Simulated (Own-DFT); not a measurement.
# Computed records: Hf36O71 (tetragonal hafnia with one neutral oxygen vacancy, atoms displaced)

Computed with Own-DFT development build. A calculation, not a measurement: plane-wave PBE and HSE06 DFT by an unreviewed code, no spin, of a simulated cell at Gamma alone, so results move with cell size and shape, stress positive in tension, energies less offsets, not probed for a lower state with spin; hafnium file: forces about 75 meV/angstrom off all-electron values; oxygen file: force components 24 meV/angstrom off all-electron in a glass; k mesh not checked against a denser one; forces and stress are PBE's, HSE06 gives the energy alone, and its difference from PBE has offsets of its own; offsets are fitted by least squares, one for each functional and potential file, so energies compare only between cells with the same atoms and settings and are not formation energies; the far tail of each file's local potential was reset to the Coulomb form; each entry is a single point on an unrelaxed cell, so the pressure reflects the starting lattice, taken from the Materials Project, from which strain is counted, and rises with the displacements; printed positions are rounded, which can move forces by about a meV/angstrom; the program is a retired in-house code; no spin-orbit coupling.

Settings shared by all entries: first functional PBE; second functional HSE06; exact exchange share 0.25; screening 0.11 1/bohr; exchange divergence Gygi-Baldereschi; potential files PseudoDojo norm-conserving, scalar-relativistic, made for PBE, standard set; wave cutoff 48 hartree; occupations fixed; k mesh 1 x 1 x 1 centred on Gamma.

```yaml
- entry: 1
  formula: Hf36O71
  kind: "tetragonal hafnia with one neutral oxygen vacancy, atoms displaced"
  structure:
    cell_angstrom: [[10.78, 0.0, 0.0], [0.0, 10.78, 0.0], [0.0, 0.0, 10.4493]]
    atoms_fractional:
      - [Hf, 0.99597, 0.00515, 0.00462]
      - [Hf, 0.16683, 0.16464, 0.24873]
      - [O, 0.99917, 0.16617, 0.14902]
      - [O, 0.16643, 0.99897, 0.35136]
      - [O, 0.00237, 0.16988, 0.40312]
      - [O, 0.16699, 0.99719, 0.0917]
      - [Hf, 0.9987, 0.9968, 0.50121]
      - [Hf, 0.16135, 0.1639, 0.7509]
      - [O, 0.99697, 0.16536, 0.65284]
      - [O, 0.16738, 0.00428, 0.84693]
      - [O, 0.00436, 0.16971, 0.90112]
      - [O, 0.17109, 0.9973, 0.59897]
      - [Hf, 0.99925, 0.33426, 0.99487]
      - [Hf, 0.16612, 0.50208, 0.25229]
      - [O, 0.99751, 0.49865, 0.15035]
      - [O, 0.16821, 0.33689, 0.34176]
      - [O, 0.99606, 0.5023, 0.39623]
      - [O, 0.16356, 0.3307, 0.10037]
      - [Hf, 0.00416, 0.33457, 0.49824]
      - [Hf, 0.16986, 0.49544, 0.74594]
      - [O, 0.9981, 0.49913, 0.64817]
      - [O, 0.16479, 0.33797, 0.84867]
      - [O, 0.00298, 0.49884, 0.89695]
      - [O, 0.17014, 0.33267, 0.59748]
      - [Hf, 0.99963, 0.66637, 0.00119]
      - [Hf, 0.16481, 0.83741, 0.2481]
      - [O, 0.99686, 0.82979, 0.15279]
      - [O, 0.16705, 0.66865, 0.34619]
      - [O, 0.00046, 0.83639, 0.40358]
      - [O, 0.16494, 0.66442, 0.09663]
      - [Hf, 0.00058, 0.66813, 0.4959]
      - [Hf, 0.17042, 0.83333, 0.74623]
      - [O, 0.00035, 0.83673, 0.65364]
      - [O, 0.17092, 0.66888, 0.84192]
      - [O, 0.99072, 0.83146, 0.89976]
      - [O, 0.16652, 0.67104, 0.59548]
      - [Hf, 0.33636, 0.99669, 0.9959]
      - [Hf, 0.50076, 0.16491, 0.24862]
      - [O, 0.33366, 0.16571, 0.15683]
      - [O, 0.50077, 0.00121, 0.34844]
      - [O, 0.33712, 0.15868, 0.40347]
      - [O, 0.49319, 0.99951, 0.09523]
      - [Hf, 0.33124, 0.99637, 0.50655]
      - [Hf, 0.50049, 0.16317, 0.75113]
      - [O, 0.33513, 0.16521, 0.64902]
      - [O, 0.49751, 0.00199, 0.84772]
      - [O, 0.3372, 0.1665, 0.90305]
      - [Hf, 0.3311, 0.33367, 0.99922]
      - [Hf, 0.49631, 0.49994, 0.24738]
      - [O, 0.33551, 0.50109, 0.15054]
      - [O, 0.50279, 0.33259, 0.35001]
      - [O, 0.33391, 0.50064, 0.40849]
      - [O, 0.49687, 0.32969, 0.09991]
      - [Hf, 0.33296, 0.33566, 0.50548]
      - [Hf, 0.49837, 0.50062, 0.75218]
      - [O, 0.33083, 0.50192, 0.64876]
      - [O, 0.50249, 0.33236, 0.84649]
      - [O, 0.33859, 0.50014, 0.90353]
      - [O, 0.50402, 0.33629, 0.59928]
      - [Hf, 0.33513, 0.66807, 0.00186]
      - [Hf, 0.49921, 0.83252, 0.24745]
      - [O, 0.33096, 0.83572, 0.15125]
      - [O, 0.49982, 0.66913, 0.34485]
      - [O, 0.33733, 0.832, 0.40364]
      - [O, 0.49634, 0.66767, 0.09563]
      - [Hf, 0.33513, 0.6666, 0.50092]
      - [Hf, 0.50329, 0.83362, 0.75447]
      - [O, 0.32948, 0.83294, 0.6494]
      - [O, 0.50052, 0.66817, 0.8485]
      - [O, 0.33202, 0.83364, 0.9046]
      - [O, 0.50296, 0.66594, 0.6015]
      - [Hf, 0.66631, 0.9962, 0.00093]
      - [Hf, 0.83449, 0.17242, 0.24615]
      - [O, 0.66788, 0.16452, 0.14945]
      - [O, 0.83237, 0.99972, 0.34496]
      - [O, 0.66314, 0.17055, 0.40301]
      - [O, 0.83487, 0.0012, 0.10351]
      - [Hf, 0.66714, 0.99887, 0.49785]
      - [Hf, 0.83283, 0.16529, 0.75213]
      - [O, 0.66658, 0.16406, 0.6506]
      - [O, 0.83083, 0.00232, 0.8547]
      - [O, 0.67004, 0.16506, 0.90309]
      - [O, 0.83329, 0.00115, 0.59888]
      - [Hf, 0.67138, 0.33286, 0.99633]
      - [Hf, 0.82948, 0.50225, 0.24716]
      - [O, 0.66491, 0.49739, 0.15779]
      - [O, 0.82962, 0.33679, 0.34522]
      - [O, 0.66817, 0.49894, 0.40488]
      - [O, 0.83396, 0.3275, 0.09475]
      - [Hf, 0.66824, 0.33527, 0.50207]
      - [Hf, 0.83535, 0.49719, 0.75137]
      - [O, 0.66519, 0.50147, 0.65355]
      - [O, 0.83809, 0.3334, 0.84966]
      - [O, 0.66723, 0.49765, 0.90098]
      - [O, 0.83372, 0.33409, 0.59576]
      - [Hf, 0.66679, 0.66465, 0.99939]
      - [Hf, 0.83291, 0.82965, 0.25213]
      - [O, 0.66577, 0.83439, 0.15291]
      - [O, 0.83199, 0.6638, 0.34768]
      - [O, 0.666, 0.83723, 0.40701]
      - [O, 0.83389, 0.66536, 0.09454]
      - [Hf, 0.66598, 0.66622, 0.50356]
      - [Hf, 0.83723, 0.83571, 0.75046]
      - [O, 0.66834, 0.82936, 0.6521]
      - [O, 0.83565, 0.67053, 0.85059]
      - [O, 0.6662, 0.83062, 0.89941]
      - [O, 0.8343, 0.66826, 0.59561]
  results:
    "PBE_energy_of_cell_above_offsets [eV]": "-101.097"
    "HSE06_less_PBE_above_offsets [eV]": "-0.153"
    "PBE_pressure [GPa]": 0.77
    "PBE_stress_xx [GPa]": -0.7
    "PBE_stress_yy [GPa]": -0.27
    "PBE_stress_zz [GPa]": -1.35
    "PBE_stress_yz [GPa]": 0.33
    "PBE_stress_xz [GPa]": 0.17
    "PBE_stress_xy [GPa]": -0.03
    force_element: [Hf, Hf, O, O, O, O, Hf, Hf, O, O, O, O, Hf, Hf, O, O, O, O, Hf, Hf, O, O, O, O, Hf, Hf, O, O, O, O, Hf, Hf, O, O, O, O, Hf, Hf, O, O, O, O, Hf, Hf, O, O, O, Hf, Hf, O, O, O, O, Hf, Hf, O, O, O, O, Hf, Hf, O, O, O, O, Hf, Hf, O, O, O, O, Hf, Hf, O, O, O, O, Hf, Hf, O, O, O, O, Hf, Hf, O, O, O, O, Hf, Hf, O, O, O, O, Hf, Hf, O, O, O, O, Hf, Hf, O, O, O, O]
    "force_x [eV/angstrom]": [0.318, 0.508, 0.33, -0.317, -0.043, -0.41, 0.133, 0.894, 0.581, -0.092, -0.192, -1.649, 0.686, -0.424, 0.171, 0.01, 0.629, 0.435, -0.908, -1.128, 0.748, 0.409, -0.356, -0.929, 0.127, 0.273, 0.368, -0.107, -0.246, 0.441, -0.084, -0.821, 0.207, -0.058, 0.651, -0.267, -1.144, -0.07, -0.607, 0.427, -0.571, 1.68, 1.697, -0.227, -0.139, 0.36, -0.297, 0.333, 0.42, -0.902, -0.554, -0.062, 0.635, 1.779, 0.303, 0.649, 0.023, -0.193, -1.011, -1.153, -0.575, 0.13, 0.14, -0.207, 1.177, 0.122, 0.027, 1.61, -0.02, 0.249, -0.878, 0.418, -0.634, -0.143, 0.279, 0.478, -0.61, -0.741, -0.655, 0.02, 0.144, -0.106, 0.078, -1.495, 0.777, -0.26, 0.4, -0.119, -0.055, -0.543, -0.127, 0.642, -0.394, 0.19, 0.564, 0.073, -0.19, 0.238, 0.01, 0.212, -0.76, 0.213, -0.068, -0.362, -0.496, -0.326, 0.307]
    "force_y [eV/angstrom]": [-0.838, 0.412, -0.323, -0.063, -0.385, 0.065, 0.923, 0.276, 0.09, -0.876, -0.627, 0.395, 0.601, 0.086, 0.078, -0.672, -0.286, 0.115, 0.429, 1.387, -0.101, -1.039, 0.573, 0.072, 0.076, -0.228, 0.071, 0.133, -0.714, 0.069, -0.515, -0.003, 0.142, -0.66, 0.844, -0.186, 0.958, 0.743, -0.003, -0.838, 1.325, -0.183, 0.49, 1.007, -0.142, -0.888, 0.333, -0.464, -0.954, 0.021, 0.51, 0.039, 0.316, -1.439, -0.424, -0.206, 0.169, 0.036, 0.127, -0.358, 0.756, -0.347, -0.568, 0.114, 0.088, 0.61, -0.014, 0.117, -0.419, -0.236, -0.003, 0.636, -0.628, -0.147, 0.231, -0.768, -0.273, 1.16, -0.141, -0.268, -0.097, 0.06, -0.174, -0.738, -0.475, 0.279, -0.348, 0.775, 0.274, -0.271, 1.062, 0.099, -0.184, 0.536, -0.033, 0.144, 0.925, -0.112, 0.818, -1.248, -0.09, -0.08, -0.396, 0.633, -1.225, 0.439, 0.03]
    "force_z [eV/angstrom]": [-0.687, 0.282, 0.114, -0.594, 0.007, 0.748, -0.024, -0.098, 0.001, -0.209, -0.19, 0.279, 0.869, -0.943, -0.074, 0.952, 0.56, -0.736, -0.23, 0.497, 0.109, -0.207, 0.306, 0.268, -0.885, 0.116, 0.067, 0.013, -0.338, -0.093, 0.52, 0.67, -0.485, 0.192, 0.803, -0.305, 0.328, 0.914, -0.396, -0.156, 0.355, 0.206, -0.992, -0.72, 0.782, -0.127, -0.025, 0.585, 1.141, 0.249, -0.543, -0.828, -0.679, -1.232, -0.431, 0.439, 0.081, -0.327, 0.169, -0.486, 0.954, 0.158, 0.114, -0.177, 0.29, -0.022, -1.241, 0.514, 0.275, -0.683, -0.176, 0.451, 0.709, 0.072, 0.308, -0.004, -0.64, 0.228, -0.559, 0.624, -0.389, -0.109, 0.112, 0.699, 0.763, -1.17, -0.175, 0.019, 0.072, -0.697, -0.592, 0.465, -0.204, 0.341, 0.419, -0.369, 0.07, -0.31, -0.138, -0.645, 0.534, -0.202, 0.253, 0.457, -0.606, 0.525, 0.105]
- entry: 2
  formula: Hf36O71
  kind: "tetragonal hafnia with one neutral oxygen vacancy, atoms displaced"
  structure:
    cell_angstrom: [[10.78, 0.0, 0.0], [0.0, 10.78, 0.0], [0.0, 0.0, 10.4493]]
    atoms_fractional:
      - [Hf, 0.00144, 0.99855, 0.98706]
      - [Hf, 0.17034, 0.16025, 0.24204]
      - [O, 0.0056, 0.15787, 0.15506]
      - [O, 0.16606, 0.99971, 0.36267]
      - [O, 0.9995, 0.16223, 0.40043]
      - [O, 0.16455, 0.99768, 0.09133]
      - [Hf, 0.0001, 0.00264, 0.49726]
      - [Hf, 0.16616, 0.15484, 0.743]
      - [O, 0.99451, 0.16266, 0.65244]
      - [O, 0.17842, 0.99268, 0.85247]
      - [O, 0.99978, 0.16904, 0.89244]
      - [O, 0.16817, 0.9962, 0.59153]
      - [Hf, 0.00218, 0.33673, 0.99044]
      - [Hf, 0.1647, 0.49963, 0.24821]
      - [O, 0.00769, 0.49223, 0.15998]
      - [O, 0.16981, 0.33901, 0.34168]
      - [O, 0.00615, 0.49618, 0.40315]
      - [O, 0.16698, 0.32785, 0.09198]
      - [Hf, 0.995, 0.33072, 0.50315]
      - [Hf, 0.17755, 0.50266, 0.75063]
      - [O, 0.99063, 0.49912, 0.65291]
      - [O, 0.16428, 0.33542, 0.83953]
      - [O, 0.00712, 0.48994, 0.89863]
      - [O, 0.16902, 0.32761, 0.59642]
      - [Hf, 0.99351, 0.66518, 0.0007]
      - [Hf, 0.16215, 0.83223, 0.24259]
      - [O, 0.00431, 0.83454, 0.14843]
      - [O, 0.16661, 0.67132, 0.35232]
      - [O, 0.99437, 0.82663, 0.40776]
      - [O, 0.17334, 0.66399, 0.09877]
      - [Hf, 0.99762, 0.66765, 0.50537]
      - [Hf, 0.17532, 0.82307, 0.74562]
      - [O, 0.00046, 0.83473, 0.65116]
      - [O, 0.16368, 0.67023, 0.84582]
      - [O, 0.98914, 0.83518, 0.89842]
      - [O, 0.16052, 0.6592, 0.5892]
      - [Hf, 0.33622, 0.99968, 0.00285]
      - [Hf, 0.50683, 0.16054, 0.25461]
      - [O, 0.33521, 0.17472, 0.15041]
      - [O, 0.49533, 0.00539, 0.34812]
      - [O, 0.32862, 0.15917, 0.40131]
      - [O, 0.4984, 0.99892, 0.10341]
      - [Hf, 0.32631, 0.99801, 0.498]
      - [Hf, 0.50198, 0.16907, 0.75182]
      - [O, 0.33849, 0.16135, 0.65758]
      - [O, 0.49965, 0.00429, 0.84349]
      - [O, 0.32912, 0.15654, 0.90567]
      - [O, 0.50052, 0.99929, 0.59534]
      - [Hf, 0.33199, 0.33453, 0.99648]
      - [Hf, 0.50484, 0.5034, 0.24382]
      - [O, 0.32916, 0.51189, 0.1441]
      - [O, 0.33533, 0.49825, 0.39958]
      - [O, 0.49255, 0.33459, 0.09525]
      - [Hf, 0.33576, 0.32767, 0.50461]
      - [Hf, 0.4992, 0.50256, 0.74553]
      - [O, 0.33681, 0.49711, 0.65885]
      - [O, 0.50188, 0.33109, 0.85303]
      - [O, 0.3294, 0.5054, 0.90886]
      - [O, 0.48768, 0.33544, 0.58942]
      - [Hf, 0.32905, 0.66598, 0.00313]
      - [Hf, 0.49912, 0.8275, 0.24076]
      - [O, 0.33488, 0.83554, 0.14808]
      - [O, 0.50499, 0.66549, 0.34363]
      - [O, 0.33577, 0.8416, 0.39772]
      - [O, 0.50306, 0.6589, 0.09546]
      - [Hf, 0.32863, 0.6657, 0.49512]
      - [Hf, 0.49851, 0.82579, 0.74455]
      - [O, 0.32862, 0.83593, 0.65683]
      - [O, 0.49868, 0.6689, 0.84098]
      - [O, 0.3317, 0.82311, 0.90702]
      - [O, 0.50749, 0.66886, 0.59581]
      - [Hf, 0.66547, 0.00598, 0.99925]
      - [Hf, 0.84153, 0.16527, 0.25946]
      - [O, 0.66889, 0.16516, 0.1513]
      - [O, 0.83066, 0.99602, 0.3524]
      - [O, 0.67271, 0.15702, 0.39649]
      - [O, 0.83488, 0.99715, 0.09663]
      - [Hf, 0.66974, 0.00016, 0.50816]
      - [Hf, 0.83892, 0.16604, 0.74711]
      - [O, 0.6684, 0.16942, 0.65124]
      - [O, 0.82327, 0.99805, 0.84896]
      - [O, 0.66276, 0.17016, 0.89484]
      - [O, 0.8353, 0.99418, 0.60283]
      - [Hf, 0.66816, 0.3326, 0.99371]
      - [Hf, 0.83649, 0.49753, 0.25569]
      - [O, 0.6664, 0.49594, 0.15298]
      - [O, 0.8368, 0.33317, 0.34484]
      - [O, 0.65703, 0.50223, 0.41032]
      - [O, 0.82962, 0.33094, 0.10547]
      - [Hf, 0.66113, 0.32959, 0.49933]
      - [Hf, 0.82536, 0.4966, 0.75205]
      - [O, 0.66604, 0.49664, 0.65578]
      - [O, 0.83351, 0.33096, 0.84132]
      - [O, 0.66669, 0.49962, 0.90265]
      - [O, 0.8365, 0.3272, 0.60558]
      - [Hf, 0.66887, 0.66658, 0.99604]
      - [Hf, 0.825, 0.8257, 0.24467]
      - [O, 0.66412, 0.82744, 0.15605]
      - [O, 0.83005, 0.66318, 0.35061]
      - [O, 0.66512, 0.83781, 0.40272]
      - [O, 0.8307, 0.66258, 0.10271]
      - [Hf, 0.65789, 0.65659, 0.50728]
      - [Hf, 0.83669, 0.84313, 0.74815]
      - [O, 0.65981, 0.83469, 0.65669]
      - [O, 0.84374, 0.68109, 0.85078]
      - [O, 0.6651, 0.82484, 0.89983]
      - [O, 0.83132, 0.6736, 0.59627]
  results:
    "PBE_energy_of_cell_above_offsets [eV]": "-95.619"
    "HSE06_less_PBE_above_offsets [eV]": "0.113"
    "PBE_pressure [GPa]": 2.96
    "PBE_stress_xx [GPa]": -4.36
    "PBE_stress_yy [GPa]": -1.35
    "PBE_stress_zz [GPa]": -3.16
    "PBE_stress_yz [GPa]": 1.32
    "PBE_stress_xz [GPa]": 0.77
    "PBE_stress_xy [GPa]": 0.1
    force_element: [Hf, Hf, O, O, O, O, Hf, Hf, O, O, O, O, Hf, Hf, O, O, O, O, Hf, Hf, O, O, O, O, Hf, Hf, O, O, O, O, Hf, Hf, O, O, O, O, Hf, Hf, O, O, O, O, Hf, Hf, O, O, O, O, Hf, Hf, O, O, O, Hf, Hf, O, O, O, O, Hf, Hf, O, O, O, O, Hf, Hf, O, O, O, O, Hf, Hf, O, O, O, O, Hf, Hf, O, O, O, O, Hf, Hf, O, O, O, O, Hf, Hf, O, O, O, O, Hf, Hf, O, O, O, O, Hf, Hf, O, O, O, O]
    "force_x [eV/angstrom]": [-0.342, 0.528, -0.961, -0.635, -0.383, 0.535, -0.242, 0.908, 1.877, -1.321, 0.041, -1.299, 0.073, 2.002, -2.533, -0.103, -0.744, -0.416, 1.428, -2.844, 0.891, 0.653, -0.782, -0.798, 0.623, 1.023, -1.356, 0.602, 0.283, -2.956, -1.671, -2.62, 1.093, -0.288, 0.912, 2.509, -0.31, -0.43, 0.174, 0.317, 0.252, 0.986, 2.379, 0.096, -1.084, 0.203, 0.034, -0.343, -0.095, -1.392, 0.865, 0.624, 1.443, -3.446, 0.381, -0.024, -0.559, -0.063, 4.22, 1.205, -0.337, -0.665, -0.549, 0.142, 0.002, -0.088, 0.643, 1.606, 0.176, 0.304, -4.144, 0.243, -0.605, -0.017, 0.809, -0.333, -0.315, -0.964, -1.608, -0.434, 0.273, 0.377, -0.08, -0.57, 0.087, 0.829, -0.323, 0.144, 1.036, 0.144, 2.299, -0.589, -0.358, 0.46, -1.03, -0.439, 1.105, 0.181, 0.015, -0.024, 0.783, 3.861, -0.579, 1.269, -0.485, -0.378, -1.001]
    "force_y [eV/angstrom]": [0.33, 1.194, 0.21, -0.591, 1.338, 0.124, -2.133, 0.885, -0.447, -0.083, -0.878, 0.835, -1.732, 0.095, 0.661, -1.882, 0.407, 0.245, 1.066, -0.929, -0.065, -0.935, 2.946, 0.013, 0.632, 0.225, -0.835, -0.244, 1.302, 0.821, -0.54, 2.012, -0.189, -1.397, -0.051, 0.027, -0.886, 0.923, -0.997, -1.398, 1.825, -0.061, 0.537, -1.523, 0.386, -1.224, 2.31, 0.037, -1.054, -1.1, -1.144, 0.327, 0.455, -0.524, -0.292, 0.742, 1.338, -0.942, 0.136, -0.164, 1.436, -0.348, 0.294, -2.581, 0.646, 0.337, 2.59, -0.945, -1.977, 1.84, -0.396, -0.28, -1.073, -0.304, -0.059, 1.952, -0.251, -1.425, -0.218, 0.351, 1.54, -0.534, 0.564, -0.468, 0.199, 0.086, 0.119, -2.295, 0.252, -0.899, 1.321, -0.215, 0.436, 0.414, 0.302, 0.332, 1.133, 0.002, -0.393, -0.987, -0.052, 3.28, -1.593, 0.154, -3.351, 1.467, -0.533]
    "force_z [eV/angstrom]": [1.752, 1.176, -0.449, -2.546, 0.266, 0.959, -0.406, 1.044, -1.138, -1.452, 0.244, 2.124, 2.012, 1.246, -1.763, -0.075, 0.402, -0.413, -0.495, 0.322, 0.42, -0.01, 0.442, -0.015, -0.703, 1.455, -0.281, -0.769, -0.825, 0.046, -1.066, 1.212, 0.365, 0.346, 0.624, 1.831, -0.599, -0.458, 0.307, -0.429, 0.319, -0.74, -0.468, 0.017, -0.429, 0.637, -0.541, 0.026, 0.675, -0.045, 1.428, 1.042, 0.187, -3.437, 1.998, -1.236, -1.218, -2.034, 1.533, 0.559, 2.205, 0.415, 0.329, 0.446, -0.199, -1.786, 0.941, -1.756, 0.229, -0.954, 1.36, -0.01, -1.75, -0.411, -0.588, 0.891, -0.501, -1.12, 0.473, -0.447, 0.365, 0.811, 0.107, 2.176, -0.856, 0.3, 1.835, -0.771, -1.664, -0.587, -0.221, -0.769, 1.345, -0.609, -1.084, 0.39, 2.172, -1.424, -0.68, 0.306, -0.342, -2.202, -0.7, -0.253, 0.245, 0.78, 0.586]
```
